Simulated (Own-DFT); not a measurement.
GaN (wurtzite, strained, atoms displaced) (calculated)

A calculation, not a measurement: plane-wave PBE density functional theory by an unreviewed code, no spin, of a simulated periodic cell, stress positive in tension, free energy of the whole cell less one offset for each atom, forces on such cells passed a denser k mesh, this cell's mesh not checked; offsets are fitted by least squares, one for each functional and potential file, so energies compare only between cells with the same atoms and settings and are not formation energies; the far tail of each file's local potential was reset to the Coulomb form; each entry is a single point on an unrelaxed cell, so the pressure reflects the starting lattice, mostly measured values (interpolated for alloys), from which strain is counted, and rises with the displacements; printed positions are rounded, which can move forces by about a meV/angstrom; the program, named Own-DFT, is a retired in-house code; no spin-orbit coupling. Program: Own-DFT development build.

## GaN (wurtzite, strained, atoms displaced)

```cif
# cell vector a (Å): 12.7560 0.0000 0.0000
# cell vector b (Å): -4.7835 8.2853 0.0000
# cell vector c (Å): 0.0000 0.0000 10.4478
data_GaN
_symmetry_space_group_name_H-M 'P 1'
_symmetry_Int_Tables_number 1
_cell_length_a 12.7560
_cell_length_b 9.5670
_cell_length_c 10.4478
_cell_angle_alpha 90.000
_cell_angle_beta 90.000
_cell_angle_gamma 120.000
_cell_volume 1104.20
loop_
_atom_site_label
_atom_site_type_symbol
_atom_site_fract_x
_atom_site_fract_y
_atom_site_fract_z
_atom_site_occupancy
Ga1 Ga 0.08898 0.22262 0.00525 1
Ga2 Ga 0.16783 0.10373 0.24248 1
N1 N 0.08728 0.22237 0.18979 1
N2 N 0.16635 0.10773 0.44287 1
Ga3 Ga 0.09104 0.22978 0.49576 1
Ga4 Ga 0.16894 0.11133 0.74874 1
N3 N 0.08850 0.22985 0.68813 1
N4 N 0.15493 0.09761 0.93731 1
Ga5 Ga 0.08683 0.55460 0.99200 1
Ga6 Ga 0.16791 0.44825 0.26206 1
N5 N 0.08724 0.54908 0.19590 1
N6 N 0.16407 0.44179 0.44550 1
Ga7 Ga 0.08319 0.55031 0.50056 1
Ga8 Ga 0.17081 0.44402 0.75414 1
N7 N 0.09467 0.55640 0.68489 1
N8 N 0.15367 0.44341 0.93369 1
Ga9 Ga 0.07897 0.87742 0.00325 1
Ga10 Ga 0.16449 0.77675 0.24338 1
N9 N 0.08178 0.88970 0.18972 1
N10 N 0.16561 0.77020 0.43423 1
Ga11 Ga 0.08834 0.89688 0.50127 1
Ga12 Ga 0.17305 0.77052 0.75361 1
N11 N 0.08851 0.90250 0.68180 1
N12 N 0.15793 0.77079 0.93931 1
Ga13 Ga 0.33223 0.21880 0.00483 1
Ga14 Ga 0.41883 0.11150 0.25588 1
N13 N 0.33666 0.22845 0.18568 1
N14 N 0.41423 0.11016 0.43978 1
Ga15 Ga 0.33483 0.22984 0.51034 1
Ga16 Ga 0.41631 0.10281 0.74782 1
N15 N 0.33146 0.22102 0.68320 1
N16 N 0.41199 0.10648 0.94814 1
Ga17 Ga 0.33408 0.55808 0.00991 1
Ga18 Ga 0.41245 0.44702 0.24736 1
N17 N 0.32742 0.55518 0.18955 1
N18 N 0.41347 0.44557 0.44348 1
Ga19 Ga 0.33776 0.54982 0.49327 1
Ga20 Ga 0.40598 0.44141 0.75747 1
N19 N 0.33220 0.55369 0.68929 1
N20 N 0.41557 0.44275 0.93183 1
Ga21 Ga 0.33534 0.89886 0.00039 1
Ga22 Ga 0.41218 0.77438 0.25427 1
N21 N 0.33696 0.88749 0.18522 1
N22 N 0.41197 0.77437 0.43477 1
Ga23 Ga 0.33166 0.88162 0.50128 1
Ga24 Ga 0.41675 0.78158 0.74835 1
N23 N 0.32649 0.88673 0.69029 1
N24 N 0.42611 0.78871 0.94756 1
Ga25 Ga 0.58473 0.21618 0.99630 1
Ga26 Ga 0.66918 0.11578 0.25421 1
N25 N 0.58389 0.21929 0.18662 1
N26 N 0.67100 0.10221 0.43550 1
Ga27 Ga 0.58800 0.22442 0.50573 1
Ga28 Ga 0.66931 0.10787 0.75262 1
N27 N 0.58626 0.21679 0.68638 1
N28 N 0.66175 0.09989 0.94045 1
Ga29 Ga 0.57928 0.55859 0.00265 1
Ga30 Ga 0.65469 0.45128 0.24914 1
N29 N 0.57570 0.54883 0.18368 1
N30 N 0.67063 0.45365 0.43684 1
Ga31 Ga 0.58146 0.55195 0.49905 1
Ga32 Ga 0.66272 0.43547 0.75076 1
N31 N 0.58828 0.55700 0.68488 1
N32 N 0.66241 0.44170 0.94127 1
Ga33 Ga 0.58698 0.89095 0.00134 1
Ga34 Ga 0.67608 0.78499 0.24981 1
N33 N 0.58041 0.88329 0.18478 1
N34 N 0.66139 0.76431 0.43255 1
Ga35 Ga 0.58871 0.88982 0.49954 1
Ga36 Ga 0.66446 0.76731 0.75108 1
N35 N 0.58518 0.88495 0.67677 1
N36 N 0.66884 0.77641 0.93364 1
Ga37 Ga 0.83474 0.22527 0.00577 1
Ga38 Ga 0.92674 0.11700 0.24201 1
N37 N 0.83072 0.22095 0.18591 1
N38 N 0.91552 0.10902 0.43896 1
Ga39 Ga 0.83365 0.22423 0.49615 1
Ga40 Ga 0.91390 0.11139 0.74586 1
N39 N 0.83172 0.22200 0.69324 1
N40 N 0.91902 0.11444 0.94080 1
Ga41 Ga 0.82908 0.55375 0.99760 1
Ga42 Ga 0.92085 0.43734 0.25313 1
N41 N 0.83986 0.55905 0.18339 1
N42 N 0.91360 0.44088 0.43870 1
Ga43 Ga 0.83938 0.56271 0.50044 1
Ga44 Ga 0.91356 0.43807 0.74861 1
N43 N 0.83191 0.55187 0.69258 1
N44 N 0.91733 0.44214 0.94743 1
Ga45 Ga 0.82649 0.89193 0.99966 1
Ga46 Ga 0.92373 0.77173 0.25945 1
N45 N 0.82931 0.89463 0.18122 1
N46 N 0.92110 0.78852 0.43021 1
Ga47 Ga 0.82632 0.87701 0.50294 1
Ga48 Ga 0.91654 0.77543 0.74882 1
N47 N 0.83200 0.89444 0.68213 1
N48 N 0.92326 0.78929 0.93525 1
```

It was run with functional PBE, potential files PseudoDojo norm-conserving, scalar-relativistic, standard set with the stringent files for Ga, wave cutoff 96 hartree, occupations Gaussian, smearing width 0.01 eV and k mesh 3 x 4 x 3 centred on Gamma.

The calculation gives: free energy of cell above offsets -4.581 eV; pressure 5.77 GPa; stress xx -5.06 GPa; stress yy -6.55 GPa; stress zz -5.69 GPa; stress yz 0.32 GPa; stress xz 0.56 GPa; stress xy 0.7 GPa.

Force:
```tsv
element	x (eV/Å)	y (eV/Å)	z (eV/Å)
Ga	-1.243	-0.083	-1.035
Ga	-0.088	1.39	1.69
N	0.819	0.821	0.079
N	0.573	1.579	-1.661
Ga	-0.975	-2.347	1.221
Ga	-1.12	0.261	0.493
N	-0.273	-0.93	-0.177
N	1.805	1.275	0.335
Ga	-2.24	0.239	2.309
Ga	0.226	-0.987	-0.741
N	-1.05	0.751	-1.331
N	1.169	0.967	-1.008
Ga	-0.637	0.796	0.166
Ga	-0.459	-0.407	-0.752
N	-1.946	-0.308	0.497
N	4.078	-0.996	0.698
Ga	-0.651	0.95	-0.273
Ga	1.047	-0.272	0.85
N	0.815	-0.631	-0.63
N	-0.483	0.63	0.218
Ga	0.332	-1.292	-0.309
Ga	-2.954	-0.021	-0.113
N	0.27	-2.518	1.026
N	1.77	0.894	-0.196
Ga	-0.857	0.111	-1.173
Ga	0.047	-0.158	-0.763
N	-0.03	-0.742	0.889
N	0.573	0.32	0.837
Ga	0.085	-1.293	-2.587
Ga	-0.723	1.283	0.634
N	1.091	0.318	2.759
N	0.519	1.792	-2.367
Ga	-0.631	0.228	-1.96
Ga	0.156	-0.243	0.768
N	0.693	-0.237	0.658
N	2.04	-1.06	-1.837
Ga	-2.685	1.705	1.921
Ga	1.654	0.141	-2.063
N	0.204	1.028	-0.57
N	-0.641	-0.074	2.495
Ga	0.325	-2.634	0.654
Ga	0.893	0.847	-1.096
N	-1.404	0.421	0.541
N	1.086	-0.022	1.069
Ga	-0.83	0.479	-0.526
Ga	0.931	-0.552	0.549
N	2.117	0.457	-0.621
N	-1.716	-1.556	-1.695
Ga	-0.661	0.396	1.049
Ga	-0.156	-1.01	-1.07
N	-0.434	0.713	0.371
N	-1.404	1.194	0.62
Ga	-0.192	-0.284	-1.843
Ga	-0.106	-0.828	-0.045
N	-0.643	-0.247	0.94
N	0.638	1.842	-0.952
Ga	0.671	-0.449	-1.065
Ga	3.551	-1.399	0.067
N	-0.999	1.626	0.285
N	0.245	-1.157	0.118
Ga	-0.014	-0.045	0.59
Ga	-0.27	0.905	0.306
N	-0.786	-1.461	0.381
N	-0.116	-0.233	-0.615
Ga	0.46	-0.873	0.727
Ga	-1.841	-0.596	-0.221
N	0.273	0.313	1.218
N	0.015	1.096	0.347
Ga	-0.484	-1.145	-1.271
Ga	-0.05	1.126	-0.68
N	-0.526	0.14	2.284
N	-1.055	-0.452	0.302
Ga	0.214	-0.644	-1.02
Ga	-1.824	-1.116	1.344
N	0.828	0.008	1.013
N	0.397	0.149	-0.451
Ga	0.895	-0.878	0.75
Ga	1.442	0.443	0.834
N	0.002	-0.037	-1.249
N	-0.401	-0.011	-0.419
Ga	0.74	0.886	0.216
Ga	-1.193	0.728	-0.886
N	-0.799	-0.522	1.019
N	0.294	0.724	0.277
Ga	-0.436	-0.071	-0.125
Ga	1.02	1.118	1.033
N	0.128	0.198	-0.798
N	-0.778	0.505	-1.587
Ga	2.03	0.394	-0.454
Ga	-1.714	-0.12	-2.947
N	1.999	-0.092	0.744
N	0.199	-0.935	2.966
Ga	0.1	1.452	-1.246
Ga	0.239	1.216	0.127
N	0.41	-1.19	1.164
N	-1.591	-1.693	-0.023
```
